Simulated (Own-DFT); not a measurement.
Simulation results for AlGa₇N₈ (wurtzite random alloy, strained, atoms displaced)

Computed with Own-DFT development build. A calculation, not a measurement: plane-wave PBE density functional theory by an unreviewed code, no spin, of a simulated periodic cell, stress positive in tension, free energy of the whole cell less one offset for each atom, forces on such cells passed a denser k mesh, this cell's mesh not checked; offsets are fitted by least squares, one for each functional and potential file, so energies compare only between cells with the same atoms and settings and are not formation energies; the far tail of each file's local potential was reset to the Coulomb form; each entry is a single point on an unrelaxed cell, so the pressure reflects the starting lattice, mostly measured values, from which strain is counted, and rises with the displacements; printed positions are rounded, which can move forces by about a meV/angstrom; the program is a retired in-house code; no spin-orbit coupling.

## AlGa₇N₈ (wurtzite random alloy, strained, atoms displaced)

```
AlGa7N8
1.0
     12.5585     0.0000     0.0000
     -6.2793    10.8760     0.0000
      0.0000     0.0000    10.3192
Ga N Ga N Ga N Ga N Ga N Ga N Ga N Al Ga N Ga N Ga N Ga Al N Al Ga N Ga N Ga N Ga N Ga N Ga N Ga N Ga Al N Ga N Ga Al N Ga N Al Ga N Ga N Ga N Al Ga N Ga N Ga N Ga N Ga Al N Ga N Ga N
2 2 2 2 2 2 2 2 2 2 2 2 2 2 1 1 2 2 2 2 2 1 1 2 1 1 2 2 2 2 2 2 2 2 2 2 2 2 2 1 1 2 2 2 1 1 2 2 2 1 1 2 2 2 2 2 1 1 2 2 2 2 2 2 2 1 1 2 2 2 2 2
Direct
  0.07768 0.16344 0.00169
  0.16388 0.07176 0.25356
  0.08698 0.16516 0.17932
  0.16916 0.08244 0.43901
  0.08542 0.16718 0.49874
  0.17204 0.09013 0.74100
  0.08256 0.16432 0.67579
  0.16773 0.07739 0.94257
  0.08670 0.42527 0.00849
  0.16507 0.33836 0.24833
  0.08715 0.42392 0.19020
  0.16087 0.33073 0.44020
  0.07752 0.41363 0.51130
  0.17315 0.33703 0.75449
  0.08496 0.41958 0.69051
  0.16654 0.33928 0.93941
  0.08928 0.66923 0.01171
  0.16083 0.58827 0.25046
  0.08123 0.65667 0.18553
  0.17685 0.58039 0.43202
  0.07317 0.65465 0.49629
  0.15996 0.57745 0.75414
  0.08454 0.66674 0.69552
  0.17029 0.58331 0.93588
  0.07954 0.91322 0.99524
  0.16990 0.83067 0.24811
  0.08091 0.91182 0.18887
  0.16351 0.82929 0.44380
  0.09254 0.92495 0.50047
  0.16482 0.83656 0.73527
  0.08471 0.92174 0.69390
  0.16523 0.82890 0.93914
  0.33518 0.16808 0.00182
  0.41538 0.08321 0.24674
  0.33775 0.16783 0.19439
  0.41862 0.08570 0.43362
  0.32617 0.16444 0.49934
  0.41750 0.08451 0.76032
  0.33567 0.16748 0.68677
  0.41919 0.08398 0.93287
  0.32916 0.41913 0.99274
  0.41740 0.33353 0.25197
  0.32880 0.41074 0.19008
  0.41415 0.33245 0.43819
  0.33067 0.41630 0.49802
  0.41233 0.33613 0.74743
  0.33524 0.41039 0.69050
  0.42931 0.34183 0.93896
  0.33243 0.65828 0.00371
  0.41892 0.59215 0.25216
  0.33944 0.67959 0.18660
  0.41076 0.58860 0.43601
  0.33503 0.67013 0.49721
  0.41912 0.58402 0.74760
  0.33071 0.66192 0.69447
  0.41935 0.58055 0.93645
  0.33148 0.91014 0.00733
  0.42425 0.83955 0.25110
  0.34450 0.91966 0.18734
  0.41173 0.83222 0.43058
  0.33065 0.91637 0.50517
  0.41685 0.82887 0.75171
  0.33492 0.91160 0.69255
  0.42130 0.84024 0.93808
  0.58811 0.17101 0.99333
  0.67196 0.07999 0.25379
  0.58481 0.16876 0.18875
  0.66848 0.08525 0.43505
  0.57420 0.16354 0.48802
  0.66235 0.08378 0.74890
  0.58237 0.16481 0.68321
  0.66278 0.07471 0.93887
  0.58127 0.41574 0.00563
  0.66644 0.32929 0.25604
  0.58598 0.41820 0.19091
  0.66647 0.33803 0.43391
  0.58113 0.41620 0.49129
  0.67042 0.33647 0.76142
  0.58550 0.41988 0.68450
  0.67471 0.34122 0.93577
  0.59127 0.67504 0.00009
  0.66309 0.57669 0.24574
  0.58765 0.66450 0.18895
  0.66425 0.58018 0.43896
  0.58769 0.67111 0.49517
  0.67640 0.58499 0.75003
  0.57606 0.66178 0.68459
  0.66209 0.58039 0.93558
  0.57780 0.91142 0.00027
  0.66413 0.83879 0.25341
  0.59621 0.92091 0.18692
  0.67090 0.83049 0.43723
  0.58193 0.91733 0.50816
  0.66819 0.84086 0.74790
  0.59223 0.92097 0.69640
  0.67332 0.83540 0.94002
  0.83679 0.16114 0.00354
  0.91498 0.08216 0.26259
  0.83077 0.16855 0.19013
  0.91616 0.08577 0.43724
  0.82964 0.16738 0.49703
  0.91731 0.08446 0.74748
  0.83966 0.16778 0.69254
  0.91446 0.07908 0.93479
  0.83836 0.42657 0.99659
  0.91856 0.34056 0.24527
  0.83708 0.41832 0.18719
  0.92093 0.34476 0.44180
  0.83411 0.41551 0.49833
  0.91860 0.33209 0.75423
  0.82619 0.41668 0.69105
  0.91861 0.33613 0.94575
  0.83017 0.67118 0.99726
  0.91628 0.58106 0.24928
  0.83890 0.66535 0.19389
  0.91032 0.58186 0.43657
  0.82586 0.66160 0.49448
  0.91611 0.58132 0.73970
  0.83327 0.66652 0.68450
  0.92088 0.58767 0.94177
  0.83773 0.91356 0.99529
  0.91727 0.83249 0.24795
  0.83401 0.91855 0.18719
  0.91193 0.82826 0.43223
  0.82842 0.90564 0.51033
  0.91807 0.83475 0.75291
  0.83412 0.91627 0.68631
  0.90926 0.82959 0.93125
```

- functional: PBE
- potential files: PseudoDojo norm-conserving, scalar-relativistic, standard set
- wave cutoff: 42 hartree
- occupations: Fermi-Dirac
- smearing width: 0.05 eV
- k mesh: 3 x 3 x 3 centred on Gamma
- free energy of cell above offsets: 25.935 eV
- pressure: 13.04 GPa
- stress xx: -14.61 GPa
- stress yy: -13.44 GPa
- stress zz: -11.07 GPa
- stress yz: 0.14 GPa
- stress xz: -1.06 GPa
- stress xy: 0.53 GPa

Force:
```csv
element,x (eV/Å),y (eV/Å),z (eV/Å)
Ga,1.192,0.385,-1.04
Ga,-0.372,2.257,-1.201
N,-0.688,-0.066,2.769
N,-1.253,-1.09,-0.35
Ga,-0.891,-0.184,-1.306
Ga,-0.442,-0.411,2.005
N,-0.05,0.842,2.69
N,-0.886,1.517,-1.328
Ga,-0.294,-1.18,-1.039
Ga,0.746,-1.339,0.584
N,-0.282,-0.407,0.118
N,1.068,1.058,-0.061
Ga,1.518,0.78,-1.688
Ga,-1.123,-0.873,-0.681
N,0.275,-1.276,0.581
N,-0.377,-1.497,-0.268
Ga,-0.655,-0.509,-3.543
Ga,4.21,-1.033,1.233
N,-2.202,2.706,1.38
N,-2.914,-0.353,1.046
Ga,1.573,1.011,0.88
Ga,0.741,1.739,-0.074
N,-1.269,-0.891,-1.684
N,-0.555,0.564,1.09
Ga,0.713,-0.454,0.392
Ga,-0.102,0.119,0.526
N,1.077,-0.457,-0.719
N,-0.606,0.464,-0.541
Al,-1.53,-2.511,0.214
Ga,1.191,-0.841,2.29
N,-0.322,-0.075,-2.304
N,-0.033,0.793,-0.351
Ga,0.102,0.338,0.097
Ga,1.166,0.439,0.197
N,-1.284,0.521,-0.642
N,-2.343,-1.662,0.099
Ga,2.43,1.272,0.311
Ga,0.293,-0.271,-3.053
N,0.321,0.004,-0.146
N,-0.284,-0.169,3.089
Ga,2.046,-0.777,1.884
Al,-0.485,0.062,-0.307
N,1.058,1.313,-0.277
N,-1.185,0.37,-0.719
Al,-0.123,0.327,-0.187
Ga,4.306,-0.848,1.171
N,-2.94,2.091,-2.456
N,-3.038,-2.196,-0.744
Ga,0.213,1.606,-0.839
Ga,0.26,-1.402,-0.855
N,-0.316,-1.763,0.027
N,2.529,-1.867,0.592
Ga,-0.556,0.281,1.663
Ga,-0.457,-0.72,0.536
N,-0.349,0.349,-1.223
N,-0.066,1.377,0.035
Ga,-0.482,1.065,-1.89
Ga,0.809,0.252,-0.526
N,-1.931,-0.481,0.579
N,0.889,1.275,1.996
Ga,0.65,0.242,-0.445
Ga,0.042,0.023,0.496
N,-0.493,1.077,-0.682
N,0.578,-1.713,0.332
Ga,0.355,-0.451,1.171
Ga,-1.721,1.102,-1.026
N,0.532,0.138,-0.058
N,0.174,-0.25,1.46
Ga,2.13,1.695,1.939
Ga,0.969,1.152,0.843
N,-0.496,0.62,0.012
N,0.33,0.627,0.172
Ga,1.669,1.01,-0.016
Al,0.13,0.747,-1.691
N,0.006,-1.324,0.875
N,0.88,-1.112,-0.232
Ga,-0.095,-0.251,2.025
Ga,-1.886,-0.848,-3.067
N,-0.038,-0.786,0.119
N,-0.762,-0.805,2.131
Ga,-0.503,-1.719,0.164
Al,0.735,1.652,0.889
N,-0.307,0.444,0.301
N,-0.821,0.311,-2.164
Ga,-0.942,-2.004,0.885
Ga,-2.493,-0.844,-0.218
N,2.028,1.799,-0.134
N,0.729,0.661,0.547
Al,1.524,0.908,0.068
Ga,3.29,-1.892,-0.122
N,-2.972,-0.149,-1.619
N,-1.839,1.461,0.265
Ga,0.244,-0.258,-0.969
Ga,1.983,-2.736,1.272
N,-2.603,-0.343,-1.917
N,-2.03,0.746,-0.675
Ga,-1.699,0.69,-0.236
Ga,0.633,0.325,-3.016
N,1.742,0.598,0.108
N,-0.672,-0.345,2.491
Al,1.06,0.707,0.767
Ga,0.893,-0.303,0.115
N,-1.862,0.118,-2.064
N,0.643,0.237,-0.408
Ga,0.446,-0.998,0.87
Ga,0.794,-1.175,0.844
N,-2.138,-0.532,0.071
N,0.386,-2.993,-0.98
Ga,-2.043,0.168,1.115
Ga,-0.851,0.381,0.567
N,2.398,0.768,-0.702
N,0.308,-0.604,-0.609
Ga,1.043,-2.013,0.988
Ga,-0.245,-0.182,0.153
N,-2.326,-0.275,-1.224
N,0.795,-0.331,-0.078
Ga,0.55,1.061,0.597
Al,-0.131,0.665,1.755
N,1.811,0.668,-0.048
N,-0.289,1.096,-1.794
Ga,-1.607,1.231,1.786
Ga,-1.133,-0.159,0.363
N,0.258,-0.269,-0.214
N,1.495,1.407,1.61
Ga,0.871,1.553,-2.374
Ga,-0.085,-0.557,-1.653
N,0.097,0.07,1.453
N,1.834,0.491,0.786
```
